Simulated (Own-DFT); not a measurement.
# Point defects and the pressure they add: zincblende GaAs

Calculated, not measured: single-point runs of Own-DFT, a retired in-house plane-wave DFT program that no person has reviewed, on unrelaxed cells, without spin or spin-orbit coupling.

Settings: PBE; PseudoDojo norm-conserving scalar-relativistic files; cutoff 42 hartree; 3 x 3 x 3 k mesh centred on Gamma; Fermi-Dirac smearing of 0.1 eV.

Keep in mind (not all hold for every row): not probed for a lower state with spin; forces not confirmed at this smearing and k mesh; stress not checked against mesh or cutoff.

All runs share one cell, with vectors in Å (10.862, 0.000, 0.000); (0.000, 10.862, 0.000); (0.000, 0.000, 11.796) and a volume of 1391.7 Å³, strained against the parent crystal. Atoms were moved at random from their sites; u is the rms move along one axis. The defect's site can differ from row to row.

| cell | formula | u (Å) | P (GPa) |
|---|---|---|---|
| no defect | As32Ga32 | 0.0314 | 6.70 |
| no defect | As32Ga32 | 0.0477 | 6.99 |
| no defect | As32Ga32 | 0.0505 | 6.98 |
| one As vacancy and one Ga vacancy | As31Ga31 | 0.0281 | 6.00 |
| one As vacancy and one Ga vacancy | As31Ga31 | 0.0515 | 6.39 |
| one As vacancy and one Ga vacancy | As31Ga31 | 0.0527 | 6.48 |
| one Al on a Ga site | AlAs32Ga31 | 0.0298 | 6.63 |
| one Al on a Ga site | AlAs32Ga31 | 0.0298 | 6.66 |
| one Al on a Ga site | AlAs32Ga31 | 0.0456 | 6.98 |
| one Al on a Ga site | AlAs32Ga31 | 0.0479 | ? |
| one P on an As site | As31Ga32P | 0.0302 | 6.38 |
| one P on an As site | As31Ga32P | 0.0539 | 6.98 |
| one P on an As site | As31Ga32P | 0.0546 | 6.91 |
| one In on a Ga site | As32Ga31In | 0.0300 | 7.40 |
| one In on a Ga site | As32Ga31In | 0.0309 | 7.45 |
| one In on a Ga site | As32Ga31In | 0.0341 | 7.49 |

## Fit

P = P0 + c u² + a shift for each defect gives P0 = 6.42 GPa, c = 247 ± 16 GPa/Å² and a scatter of 0.04 GPa. The shifts, and each times the cell's volume:

- one In on a Ga site: 0.78 ± 0.04 GPa, 6.8 eV
- one Al on a Ga site: 0.03 ± 0.04 GPa, 0.2 eV (not resolved)
- one P on an As site: -0.22 ± 0.04 GPa, -1.9 eV
- one As vacancy and one Ga vacancy: -0.64 ± 0.04 GPa, -5.5 eV

Positive is outwards. The product with the volume (160.2 GPa Å³ to the eV) is nearly free of the cell's size; divided by the bulk modulus at the cell's pressure it gives the volume that the defect adds. The atoms around the defects weren't relaxed, which would change these numbers.

## Prediction

Q: what pressure belongs in the blank (one Al on a Ga site, u = 0.0479 Å)?

The fit gives 7.01 ± 0.05 GPa. The calculation gave 6.88 GPa.
